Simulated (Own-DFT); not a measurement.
# What random displacements cost in 2H SiC, 32 atoms (C16Si16)

These are calculations, not measurements. They come from Own-DFT, an in-house plane-wave density functional program, since retired, whose code no person has reviewed. Each row is one single-point run on a periodic cell that was not relaxed, without spin or spin-orbit coupling.

Settings of every run: PBE; PseudoDojo norm-conserving scalar-relativistic files; cutoff 42 hartree; 5 x 5 x 3 k mesh centred on Gamma; Fermi-Dirac smearing of 0.1 eV.

Known limits: forces on such cells passed a denser k mesh, each cell not checked; stress not checked against mesh or cutoff.

Cell vectors in Å: (6.165, 0.000, 0.000); (-3.083, 5.339, 0.000); (0.000, 0.000, 10.068). In each run every atom was moved at random and independently from its ideal site; u is the rms move along one axis. E is the free energy for each atom above the fitted value at u = 0, and F the rms of the force components.

| run | u (Å) | E (meV/atom) | F (eV/Å) | largest force (eV/Å) | P (GPa) |
|---|---|---|---|---|---|
| 1 | 0.0248 | 23.8 | 0.665 | 2.20 | 3.48 |
| 2 | 0.0307 | 35.9 | 0.865 | 3.67 | 3.86 |
| 3 | 0.0308 | 35.8 | 0.854 | 2.60 | 3.91 |
| 4 | 0.0592 | 141.2 | 1.770 | 5.81 | 6.23 |
| 5 | 0.0621 | 126.7 | 1.553 | 4.87 | 5.75 |
| 6 | 0.0878 | ? | ? | ? | ? |
| 7 | 0.0986 | 375.4 | 3.096 | 9.96 | 11.75 |
| 8 | 0.1060 | 442.0 | 3.684 | 13.21 | 13.85 |

## Worked fit

For small independent moves the energy grows as E = (3/2) K u², with K the mean stiffness felt by one atom. The runs with u up to 0.11 Å give K = 25.3 ± 1.0 eV/Å², with residuals divided by u² + 0.0006 Å², since the noise grows with the moves. The scatter is 7.0 meV/atom at u = 0.05 Å. The forces follow F = G u with G = 29.3 eV/Å²; no force at u = 0 is resolved. G exceeds K because the moves of its neighbours add to the force on an atom, and stiffness differs between atoms. The pressure follows P = 2.80 + 947 u² GPa: at fixed volume, shortened bonds push harder than stretched ones pull.

## Withheld run

Question: what energy and rms force should run 6 give?

The fit gives 292 ± 22 meV/atom and about 2.57 eV/Å. The calculation gave 279.2 meV/atom and 2.582 eV/Å.
